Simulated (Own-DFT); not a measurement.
Si3N4 (beta silicon nitride, strained, atoms displaced) (calculated)

A calculation, not a measurement: plane-wave PBE density functional theory by an unreviewed code, no spin, of a simulated periodic cell, stress positive in tension, free energy of the whole cell less one offset for each atom, forces on such cells moved up to 12 meV/angstrom on a denser k mesh; offsets are fitted by least squares, one for each functional and potential file, so energies compare only between cells with the same atoms and settings and are not formation energies; the far tail of each file's local potential was reset to the Coulomb form; each entry is a single point on an unrelaxed cell, so the pressure reflects the starting lattice, mostly measured values (interpolated for alloys), from which strain is counted, and rises with the displacements; printed positions are rounded, which can move forces by about a meV/angstrom; the program, named Own-DFT, is a retired in-house code; no spin-orbit coupling; before rounding, a Quantum ESPRESSO 7.3.1 run of the same cell and cutoff gave forces within 1 meV/angstrom rms on each cell, which checks the program and not the settings. Program: Own-DFT development build.

Common to all runs: functional PBE; potential files PseudoDojo norm-conserving, scalar-relativistic, standard set; wave cutoff 42 hartree; occupations Fermi-Dirac; smearing width 0.1 eV; k mesh 2 x 2 x 4 centred on Gamma.

(1) Si3N4 (beta silicon nitride, strained, atoms displaced)

```
Si3N4
1.0
     15.4674    -0.1468     0.0980
     -7.8608    13.1811    -0.1106
      0.0375    -0.0272     5.8950
Si N Si N Si N Si N Si N Si N Si N Si N
6 8 6 8 6 8 6 8 6 8 6 8 6 8 6 8
Direct
  0.08086 0.38262 0.11902
  0.11350 0.19998 0.11394
  0.29197 0.41395 0.13173
  0.40645 0.10508 0.37905
  0.38425 0.29978 0.38095
  0.20669 0.08688 0.38579
  0.16590 0.01471 0.14483
  0.48852 0.15328 0.11942
  0.35046 0.33527 0.12321
  0.33429 0.48440 0.37384
  0.01875 0.35067 0.37312
  0.15192 0.16980 0.37118
  0.16350 0.33159 0.11614
  0.33587 0.16347 0.37898
  0.08922 0.38683 0.62893
  0.11476 0.19883 0.62274
  0.29634 0.41446 0.63352
  0.40716 0.10638 0.87538
  0.37873 0.28826 0.87238
  0.20012 0.08226 0.88375
  0.16816 0.02348 0.61932
  0.50044 0.15844 0.62994
  0.35516 0.33387 0.62414
  0.32949 0.47921 0.87620
  0.01381 0.34283 0.87151
  0.15393 0.16776 0.86793
  0.17239 0.34259 0.62488
  0.32958 0.16433 0.87408
  0.08590 0.88376 0.12679
  0.11634 0.69697 0.11677
  0.30523 0.91845 0.11733
  0.41630 0.61774 0.37033
  0.38786 0.79723 0.36637
  0.20455 0.58358 0.36699
  0.16741 0.51608 0.13036
  0.48673 0.65619 0.13562
  0.34191 0.82647 0.11897
  0.33552 0.98462 0.36645
  0.01516 0.85523 0.37679
  0.14831 0.65767 0.38097
  0.16722 0.83013 0.12637
  0.33715 0.67142 0.36606
  0.08491 0.88698 0.61326
  0.11550 0.70174 0.61584
  0.29539 0.91439 0.62543
  0.41273 0.60570 0.88398
  0.37956 0.79617 0.88016
  0.20281 0.58685 0.87571
  0.16945 0.51738 0.63103
  0.48196 0.65228 0.63507
  0.34752 0.83414 0.63903
  0.33348 0.98018 0.88228
  0.01710 0.85531 0.87374
  0.15334 0.67086 0.86473
  0.17003 0.83762 0.62868
  0.33191 0.66623 0.86963
  0.58457 0.38393 0.13231
  0.61026 0.19292 0.11051
  0.79910 0.41352 0.12872
  0.91517 0.11778 0.36762
  0.88035 0.29322 0.36696
  0.70204 0.08664 0.36875
  0.66571 0.01302 0.11557
  0.98049 0.15238 0.11173
  0.85058 0.33104 0.10836
  0.83849 0.47937 0.39081
  0.50860 0.34525 0.38601
  0.65384 0.16641 0.38867
  0.66824 0.33548 0.12640
  0.82876 0.15948 0.36082
  0.58756 0.37958 0.63108
  0.61623 0.20083 0.62290
  0.80490 0.41787 0.62649
  0.91223 0.11977 0.86696
  0.88859 0.29830 0.86857
  0.70646 0.08810 0.87676
  0.66588 0.02061 0.62226
  0.98095 0.15343 0.63380
  0.85312 0.33134 0.60477
  0.83861 0.48859 0.88532
  0.51507 0.34509 0.86436
  0.64762 0.16510 0.88480
  0.66775 0.33218 0.62580
  0.83850 0.17064 0.87362
  0.58668 0.88231 0.11961
  0.61619 0.69887 0.12803
  0.79471 0.90817 0.12518
  0.90986 0.61794 0.36554
  0.88461 0.79503 0.37809
  0.69670 0.58701 0.36795
  0.66148 0.50817 0.13579
  0.98551 0.65401 0.13075
  0.84448 0.83037 0.12783
  0.83222 0.98399 0.37370
  0.51640 0.84600 0.37017
  0.64907 0.66570 0.38480
  0.66587 0.83106 0.12924
  0.83138 0.66779 0.39343
  0.58884 0.88580 0.62620
  0.61101 0.69320 0.62234
  0.79331 0.90678 0.61378
  0.91342 0.61227 0.88161
  0.87617 0.79611 0.87238
  0.70587 0.59043 0.86899
  0.66128 0.51938 0.61862
  0.98056 0.64492 0.62299
  0.85239 0.83642 0.61489
  0.82917 0.98118 0.89139
  0.51580 0.84875 0.86614
  0.65703 0.66300 0.87672
  0.66554 0.83229 0.63286
  0.83138 0.66564 0.88084
```

```
free energy of cell above offsets : -9.199 eV
pressure                          : 1.65 GPa
stress xx                         : 1.76 GPa
stress yy                         : -5.62 GPa
stress zz                         : -1.1 GPa
stress yz                         : -1.36 GPa
stress xz                         : 4.05 GPa
stress xy                         : -4.21 GPa
```

Force:
```csv
element,x (eV/Å),y (eV/Å),z (eV/Å)
Si,2.636,-0.335,0.861
Si,-0.6,1.011,1.065
Si,1.526,-2.722,-0.598
Si,2.49,8.161,-0.275
Si,0.314,-1.514,-2.25
Si,-1.115,3.261,-2.361
N,-0.114,-0.056,-2.448
N,-3.692,-3.006,0.824
N,-0.458,0.103,0.383
N,0.263,1.241,1.113
N,-1.641,-0.7,0.573
N,0.625,-1.389,-0.536
N,-0.821,0.308,0.184
N,-0.415,0.505,0.008
Si,0.608,-0.779,-1.319
Si,-1.168,2.275,-0.1
Si,2.523,-1.482,-2.476
Si,1.648,5.708,-0.117
Si,0.784,4.066,0.435
Si,-0.717,1.276,0.197
N,-0.157,-3.896,2.982
N,-9.698,-5.75,-0.218
N,-3.319,1.426,1.806
N,0.719,1.511,1.857
N,0.698,1.655,-0.316
N,0.024,-1.206,0.497
N,-1.565,-3.913,-0.04
N,1.986,-3.431,0.26
Si,1.64,-1.162,-0.786
Si,-0.491,1.805,1.882
Si,-1.672,-5.705,2.532
Si,-2.342,-0.123,2.586
Si,-1.623,1.107,1.601
Si,0.035,2.248,3.083
N,-0.524,-1.578,-2.797
N,1.265,-1.123,-2.486
N,-0.097,1.995,2.339
N,0.147,-3.532,1.733
N,-0.257,-0.736,-1.062
N,-0.652,0.407,-2.017
N,-0.425,1.305,0.116
N,0.562,-2.954,0.148
Si,1.774,0.039,2.582
Si,-0.899,0.472,0.62
Si,2.075,-2.053,-0.583
Si,-2.611,3.565,-0.354
Si,2.61,-0.789,-2.037
Si,0.067,1.405,0.039
N,-0.451,-0.502,-1.144
N,1.304,-1.023,-0.741
N,-0.162,0.994,-2.699
N,-0.244,1.622,-3.017
N,-1.134,-0.378,-0.296
N,0.709,-1.954,0.364
N,-2.668,-1.074,-0.733
N,1.642,-0.924,0.592
Si,0.565,-4.005,-0.593
Si,0.068,4.453,5.248
Si,-0.45,-2.041,0.465
Si,-1.448,-0.845,0.484
Si,1.905,-0.66,-1.989
Si,-0.706,-0.468,0.253
N,-0.457,0.469,0.916
N,2.32,0.4,1.386
N,-0.911,1.439,1.643
N,-0.228,3.748,-4.246
N,2.83,1.493,-1.07
N,0.066,-0.742,-3.521
N,-0.226,-1.196,0.006
N,1.616,2.282,0.259
Si,-0.005,0.818,-1.683
Si,4.587,2.783,1.402
Si,-0.928,-4.012,2.239
Si,-0.882,-3.002,2.026
Si,-1.663,-0.322,-1.676
Si,-0.894,0.887,-0.615
N,0.187,-1.749,0.158
N,2.717,0.533,-3.386
N,-1.631,1.726,3.899
N,0.248,-2.892,-0.439
N,-1.347,-0.259,3.015
N,3.694,-1.938,-4.024
N,1.427,1.625,0.184
N,-1.826,-1.288,-0.306
Si,0.665,-0.584,-0.695
Si,-0.162,1.774,-0.337
Si,-0.47,1.204,0.666
Si,0.485,-1.311,2.753
Si,-0.812,1.018,-1.399
Si,1.765,-0.856,1.481
N,-0.084,4.514,-1.849
N,0.205,-0.367,-1.014
N,0.952,-0.309,0.394
N,0.733,-0.179,0.262
N,-0.05,0.922,0.372
N,0.302,-0.651,-2.852
N,-0.45,-1.101,-0.064
N,0.189,-1.486,-1.25
Si,0.361,0.037,-0.652
Si,-1.313,2.865,3.006
Si,-0.058,2.239,1.909
Si,-0.855,3.721,-1.057
Si,2.285,0.372,0.125
Si,0.94,-3.973,0.488
N,0.529,-1.563,0.677
N,0.708,1.108,-0.081
N,-0.624,-0.002,1.504
N,0.676,1.197,-3.322
N,-1.163,-0.211,1.47
N,-4.298,1.889,0.235
N,-0.25,-1.853,-0.487
N,2.223,0.668,0.228
```

(2) Si3N4 (beta silicon nitride, strained, atoms displaced)

```
Si3N4
1.0
     15.2487    -0.2960     0.0876
     -7.8807    13.3976    -0.1331
      0.0335    -0.0395     5.8372
Si N Si N Si N Si N Si N Si N Si N Si N
6 8 6 8 6 8 6 8 6 8 6 8 6 8 6 8
Direct
  0.08446 0.38091 0.12820
  0.11117 0.19917 0.12565
  0.30386 0.41698 0.12273
  0.41202 0.11135 0.37777
  0.38925 0.29848 0.37061
  0.19254 0.08079 0.35798
  0.16011 0.01589 0.13746
  0.48516 0.14954 0.11351
  0.34349 0.33375 0.11424
  0.33429 0.48393 0.37979
  0.01520 0.35014 0.36426
  0.14932 0.16145 0.38047
  0.16623 0.33397 0.12489
  0.33040 0.16943 0.37518
  0.08487 0.38486 0.63140
  0.11606 0.19808 0.62103
  0.29745 0.41366 0.64060
  0.41710 0.12115 0.87860
  0.38435 0.30178 0.87970
  0.20605 0.08446 0.85865
  0.16615 0.01484 0.61677
  0.48365 0.15880 0.63292
  0.35272 0.33929 0.62930
  0.33418 0.48941 0.87514
  0.01803 0.34848 0.88510
  0.15420 0.16992 0.88337
  0.16430 0.32778 0.62558
  0.32690 0.16288 0.87424
  0.08640 0.88784 0.12395
  0.11067 0.69513 0.13337
  0.29582 0.91756 0.11615
  0.42171 0.61960 0.37203
  0.38820 0.79925 0.36366
  0.20086 0.58464 0.37912
  0.17289 0.51976 0.13937
  0.47597 0.64364 0.10568
  0.35537 0.84042 0.11749
  0.32882 0.98328 0.37507
  0.01407 0.84954 0.35782
  0.14749 0.66909 0.37705
  0.16513 0.83186 0.13317
  0.33720 0.67066 0.36107
  0.08287 0.87819 0.61631
  0.10925 0.69880 0.62229
  0.29913 0.90914 0.62689
  0.41255 0.61315 0.87507
  0.38177 0.78893 0.86813
  0.19994 0.58610 0.88054
  0.16151 0.51198 0.60860
  0.49037 0.65125 0.62015
  0.34924 0.83093 0.62720
  0.33247 0.97582 0.89606
  0.01848 0.85193 0.88052
  0.14685 0.66214 0.87869
  0.15756 0.83183 0.62546
  0.33493 0.66394 0.86958
  0.58924 0.38269 0.13067
  0.61970 0.20701 0.12452
  0.79097 0.41009 0.12813
  0.91495 0.11607 0.37509
  0.88645 0.29912 0.37092
  0.70737 0.09254 0.37913
  0.66142 0.01460 0.12205
  0.98417 0.14809 0.12019
  0.84836 0.32984 0.11706
  0.82824 0.47739 0.36868
  0.52138 0.35741 0.36841
  0.65557 0.16429 0.38291
  0.66546 0.32906 0.12357
  0.83215 0.17260 0.38095
  0.59081 0.39345 0.63155
  0.62306 0.20455 0.62430
  0.80282 0.41650 0.61435
  0.90647 0.11063 0.85642
  0.88514 0.29491 0.87905
  0.69726 0.08726 0.86650
  0.66684 0.01577 0.62189
  0.98556 0.14880 0.62413
  0.84761 0.33480 0.62708
  0.83704 0.48715 0.86756
  0.51597 0.35172 0.86444
  0.65996 0.17004 0.88466
  0.66530 0.33164 0.62531
  0.83148 0.16900 0.88112
  0.58577 0.88761 0.11156
  0.61343 0.70563 0.12232
  0.80518 0.91317 0.12357
  0.91777 0.61580 0.36479
  0.88541 0.80132 0.37098
  0.70191 0.58618 0.35562
  0.66916 0.51497 0.12243
  0.97892 0.65249 0.13642
  0.85173 0.83075 0.12416
  0.83590 0.98444 0.37499
  0.51950 0.84809 0.34764
  0.64965 0.66497 0.39118
  0.66944 0.83734 0.12595
  0.83261 0.67834 0.40549
  0.59046 0.89209 0.62909
  0.60973 0.69450 0.64495
  0.79423 0.91271 0.62338
  0.91121 0.61749 0.86801
  0.88165 0.79572 0.87893
  0.70608 0.58538 0.87163
  0.66941 0.51439 0.63079
  0.98222 0.65060 0.62303
  0.84995 0.83612 0.62070
  0.83650 0.98674 0.87265
  0.50655 0.84573 0.87281
  0.65192 0.66685 0.86117
  0.66472 0.83560 0.62711
  0.83507 0.66749 0.86905
```

```
free energy of cell above offsets : -6.190 eV
pressure                          : 6.1 GPa
stress xx                         : -4.27 GPa
stress yy                         : -5.31 GPa
stress zz                         : -8.72 GPa
stress yz                         : -1.71 GPa
stress xz                         : 2.73 GPa
stress xy                         : -7.23 GPa
```

Force:
```csv
element,x (eV/Å),y (eV/Å),z (eV/Å)
Si,3.76,1.807,-0.069
Si,1.973,2.231,0.351
Si,-2.885,-0.825,1.199
Si,-2.225,1.949,-0.044
Si,-2.649,-0.299,0.576
Si,2.046,4.595,6.247
N,0.504,-2.724,-7.182
N,1.427,0.672,3.484
N,2.208,0.013,2.309
N,0.83,1.437,0.411
N,-0.517,-0.189,3.081
N,-1.414,0.378,-1.811
N,0.471,-0.144,0.118
N,1.858,-1.135,-0.46
Si,2.401,-1.975,-1.626
Si,0.352,1.568,2.342
Si,-0.395,-1.354,-3.063
Si,-3.352,-2.243,-1.065
Si,0.003,-2.282,-2.13
Si,-4.582,-0.41,2.099
N,-0.624,-1.915,-0.747
N,2.43,-0.684,-1.815
N,0.862,-0.08,-0.628
N,0.256,-2.065,0.657
N,-1.76,-0.066,-1.91
N,0.841,-1.835,-1.863
N,-0.955,1.511,0.08
N,4.721,3.403,0.485
Si,2.975,-1.216,-0.551
Si,-0.633,3.921,-1.426
Si,1.066,-6.815,6.87
Si,-3.74,-1.552,0.129
Si,-0.912,0.027,-0.465
Si,0.787,3.759,-0.145
N,-1.33,-2.791,-3.568
N,4.788,2.478,4.06
N,-0.562,-0.66,0.525
N,1.117,0.219,1.241
N,-0.382,-0.05,2.757
N,2.296,-2.557,0.561
N,-0.985,-0.676,-0.448
N,0.226,-1.268,1.068
Si,-1.169,2.287,0.337
Si,1.456,2.719,1.611
Si,-1.774,-0.465,0.359
Si,-2.542,1.163,-4.176
Si,-3.403,1.104,1.179
Si,1.033,-0.218,-0.424
N,-0.333,0.669,3.688
N,-4.569,-1.967,1.097
N,-0.203,0.441,-1.336
N,0.231,7.028,-9.051
N,-2.16,-1.032,-2.044
N,-0.506,-0.49,-0.713
N,4.478,-1.509,0.164
N,-1.146,-1.078,-0.445
Si,-0.108,0.045,-2.899
Si,0.787,-3.197,0.852
Si,3.756,0.053,-3.231
Si,-1.222,0.389,-0.9
Si,-1.678,0.388,0.292
Si,-0.403,-2.909,-1.779
N,0.129,2.129,-0.446
N,-2.313,-0.923,-0.255
N,-1.97,1.941,1.8
N,0.608,4.163,-0.03
N,-0.826,-0.423,1.696
N,-2.978,1.275,-1.379
N,-1.924,1.511,-0.002
N,3.779,-1.284,0.061
Si,1.587,-4.321,-1.62
Si,-1.772,0.791,1.393
Si,-1.184,-2.527,2.537
Si,0.152,3.094,2.79
Si,-0.875,0.742,-1.572
Si,2.432,-0.394,2.559
N,-0.42,1.993,-0.252
N,-0.955,-0.205,-0.669
N,1.644,0.007,-0.318
N,-0.117,-0.562,1.339
N,0.014,-0.095,3.084
N,-2.911,0.824,-1.593
N,0.226,1.433,-0.126
N,1.543,-2.248,-0.828
Si,2.136,-0.631,-0.748
Si,1.204,0.133,0.992
Si,-1.814,-0.189,-0.267
Si,-5.743,-1.235,5.109
Si,-0.003,-0.022,1.448
Si,-0.081,3.272,4.791
N,0.061,-1.093,-1.654
N,2.836,0.808,-5.624
N,-2.468,1.861,-0.1
N,0.252,0.579,-0.139
N,-1.262,-0.124,4.939
N,-0.668,-0.65,-3.146
N,0.016,-0.958,-0.593
N,2.225,-5.23,-1.867
Si,-0.087,-4.742,-1.843
Si,2.207,5.078,-4.708
Si,1.129,-0.899,-0.017
Si,-0.139,-0.345,1.39
Si,1.492,0.573,-2.791
Si,-1.433,1.465,-0.102
N,-0.09,2.467,-2.188
N,-0.507,-0.907,-0.384
N,-0.433,0.962,1.44
N,0.152,-2.267,0.41
N,4.554,2.458,-1.478
N,2.426,-1.894,5.478
N,-0.368,-1.272,0.452
N,-0.288,0.294,0.816
```
